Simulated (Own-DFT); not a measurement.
Al₃GaN₄ (wurtzite random alloy, atoms displaced) (calculated)

Computed with Own-DFT development build. A calculation, not a measurement: plane-wave density functional theory by an unreviewed code, no spin, of a simulated periodic cell, stress positive in tension, run twice, with PBE and with PBEsol, both on files made for PBE, so the change isn't that of files made for PBEsol, forces on such cells passed a denser k mesh, this cell's mesh not checked; the far tail of each file's local potential was reset to the Coulomb form; each entry is a single point on an unrelaxed cell, so the pressure reflects the starting lattice, mostly measured values (interpolated for alloys), from which strain is counted, and rises with the displacements; printed positions are rounded, which can move forces by about a meV/angstrom; the program, named Own-DFT, is a retired in-house code; no spin-orbit coupling; stress was not checked against mesh or cutoff.

## Al₃GaN₄ (wurtzite random alloy, atoms displaced)

```xyz
72
Lattice="9.3938 0.0000 0.0000 -4.6969 8.1352 0.0000 0.0000 0.0000 10.0655" Properties=species:S:1:pos:R:3 Al3GaN4
Ga     0.0012     1.8219    10.0522
Al     1.5620     0.9279     2.5748
N      0.0268     1.8416     1.9087
N      1.5671     0.9062     4.4333
Al     0.0443     1.7799     5.0045
Al     1.5691     0.9151     7.5470
N      0.0114     1.7586     6.9529
N      1.5353     0.8872     9.4559
Al    -1.5430     4.4984    10.0280
Al    -0.0163     3.6254     2.5074
N     -1.5876     4.5219     1.9171
N      0.0005     3.6215     4.4503
Ga    -1.5758     4.5141     5.0220
Al    -0.0058     3.6023     7.5424
N     -1.6260     4.5229     6.9771
N      0.0291     3.6417     9.3919
Ga    -3.1689     7.2066    10.0331
Al    -1.5561     6.2985     2.4942
N     -3.1426     7.1685     1.9587
N     -1.5304     6.3294     4.4230
Ga    -3.0880     7.2013     5.0184
Al    -1.5874     6.3594     7.5262
N     -3.1500     7.2670     6.9706
N     -1.5984     6.3334     9.4426
Al     3.1104     1.8087    10.0157
Al     4.7140     0.9084     2.4966
N      3.1605     1.8107     1.8985
N      4.7075     0.8955     4.4176
Al     3.1203     1.8418     5.0117
Al     4.6857     0.9099     7.6222
N      3.0944     1.8086     6.9686
N      4.6867     0.9413     9.4384
Al     1.5835     4.5070     0.0246
Ga     3.1170     3.6133     2.5400
N      1.6127     4.5118     1.9386
N      3.1360     3.6035     4.3800
Al     1.5937     4.5231     5.0570
Al     3.1592     3.6076     7.5526
N      1.6061     4.4948     6.9570
N      3.0794     3.6217     9.4815
Ga    -0.0144     7.2363    10.0282
Al     1.5779     6.3426     2.4796
N      0.0187     7.2034     1.9009
N      1.5376     6.3414     4.4985
Al    -0.0100     7.2246     5.0778
Al     1.5610     6.3508     7.5953
N      0.0338     7.2502     6.9349
N      1.5821     6.3155     9.4646
Al     6.2396     1.8830    10.0513
Al     7.8443     0.9254     2.5384
N      6.2515     1.7977     1.9193
N      7.8208     0.8872     4.4054
Ga     6.2637     1.8375     4.9975
Al     7.8126     0.8910     7.5723
N      6.2527     1.8336     7.0025
N      7.8719     0.9232     9.5032
Al     4.6932     4.5255    10.0340
Al     6.2649     3.5959     2.5044
N      4.7177     4.4968     1.8903
N      6.2304     3.6251     4.4368
Ga     4.7071     4.5746     4.9966
Al     6.2549     3.6089     7.5515
N      4.6854     4.4831     7.0241
N      6.2571     3.6614     9.4919
Al     3.0953     7.1758     0.0339
Ga     4.6866     6.3681     2.5414
N      3.1125     7.2708     1.9093
N      4.7276     6.3413     4.4330
Al     3.1159     7.2509     5.0515
Al     4.7354     6.3329     7.5313
N      3.1349     7.2425     6.9879
N      4.7516     6.3592     9.4427
```

It was run with functional PBE, then PBEsol, potential files PseudoDojo norm-conserving, scalar-relativistic, standard set, wave cutoff 42 hartree, occupations Fermi-Dirac, smearing width 0.1 eV and k mesh 4 x 4 x 3 centred on Gamma.

The calculation gives: PBE pressure 5.01 GPa; PBE stress xx -5.67 GPa; PBE stress yy -4.48 GPa; PBE stress zz -4.88 GPa; PBE stress yz 0.03 GPa; PBE stress xz -0.15 GPa; PBE stress xy -0.09 GPa; PBEsol pressure 1.89 GPa; PBEsol stress xx -2.57 GPa; PBEsol stress yy -1.39 GPa; PBEsol stress zz -1.72 GPa; PBEsol stress yz 0.03 GPa; PBEsol stress xz -0.15 GPa; PBEsol stress xy -0.1 GPa; rms change of force components from PBE to PBEsol 0.067 eV/Å.

Force:
```
force element  PBE force x (eV/Å)  PBE force y (eV/Å)  PBE force z (eV/Å)  PBEsol force x (eV/Å)  PBEsol force y (eV/Å)  PBEsol force z (eV/Å)
           Ga                0.41               0.221               0.185                  0.397                  0.193                  0.185
           Al                 0.6              -0.596              -1.549                  0.592                 -0.603                 -1.569
            N              -0.253              -0.311               1.397                 -0.251                 -0.314                  1.219
            N               0.434               0.633              -0.117                  0.445                  0.456                 -0.054
           Al              -1.082               0.519               0.864                 -1.104                  0.518                  0.874
           Al              -0.437              -0.017               0.254                 -0.441                 -0.022                  0.249
            N              -0.528               0.758              -0.489                 -0.527                  0.752                 -0.482
            N               1.463               0.669              -0.624                  1.296                  0.576                 -0.509
           Al              -0.156               0.616               0.301                  -0.15                   0.61                  0.316
           Al               0.411               0.285               0.364                   0.41                  0.293                  0.356
            N               0.642               -0.48              -0.458                  0.629                 -0.479                 -0.461
            N                1.03              -0.781               -0.61                  0.878                  -0.69                 -0.552
           Ga               0.145              -0.031               0.552                  0.131                  -0.03                  0.549
           Al               0.199              -0.025               -0.95                  0.193                 -0.034                 -0.979
            N               0.969               0.275               0.369                  0.973                  0.278                   0.22
            N              -0.283                0.76               1.061                 -0.273                  0.597                  1.114
           Ga               1.165               0.977               1.511                  1.123                  0.953                  1.475
           Al              -0.014               0.501               0.158                 -0.019                  0.491                   0.15
            N                1.38               1.928              -0.109                  1.195                  1.836                 -0.186
            N               0.599               0.181              -0.621                  0.435                  0.097                 -0.513
           Ga              -0.125               0.684               0.523                  -0.13                  0.657                  0.513
           Al               0.333              -0.351               0.214                  0.341                 -0.338                  0.187
            N               0.601               -0.48              -0.004                    0.6                 -0.472                 -0.159
            N               0.789              -1.067              -0.651                  0.768                 -0.894                 -0.534
           Al              -0.342              -0.006               0.895                 -0.348                  -0.01                  0.899
           Al              -0.398              -0.406               0.212                 -0.388                 -0.402                  0.206
            N              -0.603              -1.337              -0.367                 -0.605                 -1.156                 -0.309
            N              -1.223              -0.306              -0.111                 -1.071                 -0.222                 -0.057
           Al               0.665               -0.71               0.522                  0.679                 -0.714                  0.527
           Al               0.049               0.228              -1.994                  0.042                  0.213                 -2.018
            N               0.895              -0.022               -0.47                  0.895                 -0.021                 -0.466
            N               0.193               0.548               0.807                  0.198                  0.384                   0.88
           Al              -0.519               0.136              -0.201                 -0.529                  0.134                 -0.187
           Ga               1.184                -0.3              -1.306                  1.162                 -0.283                  -1.27
            N              -2.134               1.049              -0.808                 -1.955                  0.938                 -0.729
            N              -0.669               0.187               2.327                 -0.532                  0.276                  2.156
           Al              -0.391               0.129              -0.095                 -0.386                  0.135                 -0.106
           Al              -0.933              -0.115               0.399                 -0.935                 -0.123                  0.396
            N              -0.615               0.533               0.014                  -0.61                  0.533                   0.03
            N               1.152              -0.141              -0.454                  1.154                 -0.139                 -0.456
           Ga              -0.086               0.004               0.496                 -0.088                  0.004                  0.497
           Al              -0.182              -0.283               1.145                 -0.161                 -0.294                  1.154
            N              -0.362               0.366               0.678                 -0.369                  0.373                   0.51
            N                0.76              -0.298              -1.098                  0.748                 -0.295                 -1.098
           Al               0.424               0.539              -0.744                   0.42                  0.543                 -0.734
           Al               0.434              -0.782              -1.044                  0.423                 -0.782                 -1.054
            N              -0.784              -0.072               1.061                 -0.777                 -0.067                  1.069
            N                0.21              -0.481               0.077                  0.053                 -0.407                  0.135
           Al               0.708              -1.082               0.325                  0.714                  -1.09                  0.329
           Al              -0.232               0.106              -0.945                 -0.227                  0.112                  -0.96
            N               0.531               0.233              -0.248                  0.532                  0.228                 -0.248
            N               1.246              -0.007               0.219                  1.096                  0.086                   0.28
           Ga              -0.222              -0.723                1.12                 -0.223                 -0.702                  1.095
           Al               0.406               0.402               0.193                  0.411                  0.408                  0.183
            N               0.016              -0.645               0.122                   0.01                 -0.651                 -0.016
            N              -2.429              -1.006              -0.635                  -2.25                 -0.909                  -0.56
           Al              -0.291               0.318               0.504                 -0.302                  0.327                  0.499
           Al              -0.392               0.321              -0.115                 -0.386                  0.318                 -0.101
            N               0.227               0.257              -0.275                  0.082                  0.327                 -0.167
            N               0.542                0.25              -1.395                  0.532                  0.245                 -1.215
           Ga              -0.629              -1.125               1.178                 -0.595                 -1.108                  1.134
           Al               -0.07               0.123               0.446                 -0.069                  0.124                  0.429
            N               0.439                0.94              -0.552                  0.441                  0.947                 -0.679
            N               0.165              -0.418                -0.6                  0.162                 -0.401                 -0.606
           Al               1.276               1.353              -0.706                  1.295                  1.358                 -0.702
           Ga               -0.31              -1.205              -0.751                 -0.283                 -1.183                 -0.733
            N               -0.46               0.003               0.046                  -0.31                  -0.07                  0.112
            N               -1.56               1.024                0.78                 -1.397                  0.925                  0.711
           Al              -0.076              -0.313               0.311                 -0.072                 -0.317                   0.31
           Al              -0.845              -0.111               0.421                  -0.84                 -0.113                  0.397
            N               0.046              -0.345              -0.474                  0.048                 -0.352                 -0.465
            N              -3.103              -1.676              -0.481                 -2.897                 -1.556                 -0.409
```
